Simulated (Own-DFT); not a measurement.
# One host, several defects: D0_22 TiAl3

Calculated, not measured: single-point runs of Own-DFT, a retired in-house plane-wave DFT program that no person has reviewed, on unrelaxed cells, without spin or spin-orbit coupling.

All runs used: PBE; PseudoDojo norm-conserving scalar-relativistic files; cutoff 42 hartree; 4 x 4 x 4 k mesh centred on Gamma; cold (Marzari-Vanderbilt) smearing of 0.2 eV.

Limits: forces on such cells failed a check on a denser k mesh; stress not checked against mesh or cutoff.

All runs share one cell, with vectors in Å (-2.365, -6.981, 4.326); (-7.667, 3.491, 1.442); (-2.950, -3.488, -7.241) and a volume of 625.4 Å³. The atoms are randomly displaced, by u rms on each axis. The defect's site can differ from row to row.

| cell | formula | u (Å) | P (GPa) |
|---|---|---|---|
| no defect | Al30Ti10 | 0.0174 | 1.94 |
| no defect | Al30Ti10 | 0.0488 | 2.55 |
| no defect | Al30Ti10 | 0.0495 | 2.65 |
| two Al on a Ti site each | Al32Ti8 | 0.0296 | 2.89 |
| two Al on a Ti site each | Al32Ti8 | 0.0304 | 2.90 |
| two Al on a Ti site each | Al32Ti8 | 0.0482 | 3.35 |
| two Ti on an Al site each | Al28Ti12 | 0.0280 | ? |
| two Ti on an Al site each | Al28Ti12 | 0.0339 | 3.17 |
| two Ti on an Al site each | Al28Ti12 | 0.0481 | 3.69 |
| two Ti on an Al site each | Al28Ti12 | 0.0490 | 3.56 |
| two Al vacancies | Al28Ti10 | 0.0281 | 1.19 |
| two Al vacancies | Al28Ti10 | 0.0291 | 1.27 |
| two Al vacancies | Al28Ti10 | 0.0490 | 1.66 |

## Fit

P = P0 + c u² + a shift for each defect gives P0 = 1.85 GPa, c = 313 ± 23 GPa/Å² and a scatter of 0.06 GPa. The shifts, and each times the cell's volume:

- two Ti on an Al site each: 1.01 ± 0.05 GPa, 4.0 eV (2.0 eV for each of its 2 sites)
- two Al on a Ti site each: 0.77 ± 0.05 GPa, 3.0 eV (1.5 eV for each of its 2 sites)
- two Al vacancies: -0.90 ± 0.05 GPa, -3.5 eV (-1.7 eV for each of its 2 sites)

Against the defect-free cell, a freed cell would be larger where the shift is positive and smaller where it is negative (160.2 GPa Å³ is 1 eV). The atoms around the defects weren't relaxed, which would change these numbers.

## The run left out

Question: what pressure belongs in the blank (two Ti on an Al site each, u = 0.0280 Å)?

Estimate: 3.10 ± 0.07 GPa. Computed: 3.28 GPa.
